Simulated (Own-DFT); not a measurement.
# How much smaller does PBEsol make it? C40 NbSi2, 36 atoms (Nb12Si24)

The numbers are computed, not measured, by runs of the plane-wave DFT program Own-DFT (in-house, retired, unreviewed) at fixed positions, with no spin and no spin-orbit coupling.

Known weak points: forces on such cells failed a check on a denser k mesh; stress not checked against mesh or cutoff.

Each geometry was run with PBE and with PBEsol, otherwise alike: PseudoDojo norm-conserving scalar-relativistic files made for PBE; cutoff 42 hartree; 4 x 4 x 5 k mesh centred on Gamma; cold (Marzari-Vanderbilt) smearing of 0.2 eV. Unstrained cell vectors in Å: (0.000, 8.324, 0.000); (-9.613, 0.000, 0.000); (0.000, 0.000, 6.586). Each has a uniform strain, of which the change of volume is shown, and random moves of rms u per axis.

| run | volume change (%) | u (Å) | P with PBE (GPa) | P with PBEsol (GPa) |
|---|---|---|---|---|
| 1 | -1.71 | 0.0480 | 5.92 | 2.18 |
| 2 | -1.08 | 0.0449 | 4.74 | 1.04 |
| 3 | -2.43 | 0.0495 | 8.59 | 4.82 |
| 4 | 0.06 | 0.0459 | 2.30 | -1.35 |
| 5 | 1.56 | 0.0465 | -0.36 | -3.94 |
| 6 | -3.26 | 0.0523 | 9.95 | 6.15 |
| 7 | 1.07 | 0.0488 | 1.35 | -2.26 |
| 8 | -4.04 | 0.0458 | 11.17 | 7.33 |
| 9 | -0.88 | 0.0457 | 4.56 | 0.87 |
| 10 | 0.79 | 0.0518 | 2.23 | -1.39 |
| 11 | 0.34 | 0.0468 | 2.26 | ? |

The question: by how much does PBEsol shrink this cell, and what belongs in the blank?

## Answer

Write v for the change of volume as a fraction. Fitted to v and u², the PBE pressure has a slope of -201 ± 7 GPa in v, with the ions held to the strained lattice. The difference PBEsol less PBE is -3.65 + 4.6 v GPa (slope ± 0.1) and averages -3.70 GPa. Divided by the mean slope of the two, 198 GPa, that makes PBEsol's volume at a given pressure, near 3 GPa, about 1.9 % smaller, or 0.62 % in lengths. At one volume PBEsol's slope is the smaller by 5 GPa, but its pressure there is lower too. If stiffness rises by about 4 GPa for each GPa, PBEsol at equal pressure is stiffer by about 10 GPa. Files made for PBEsol would give a different shift.

For run 11 the line gives -1.38 GPa. Computed: -1.37 GPa.
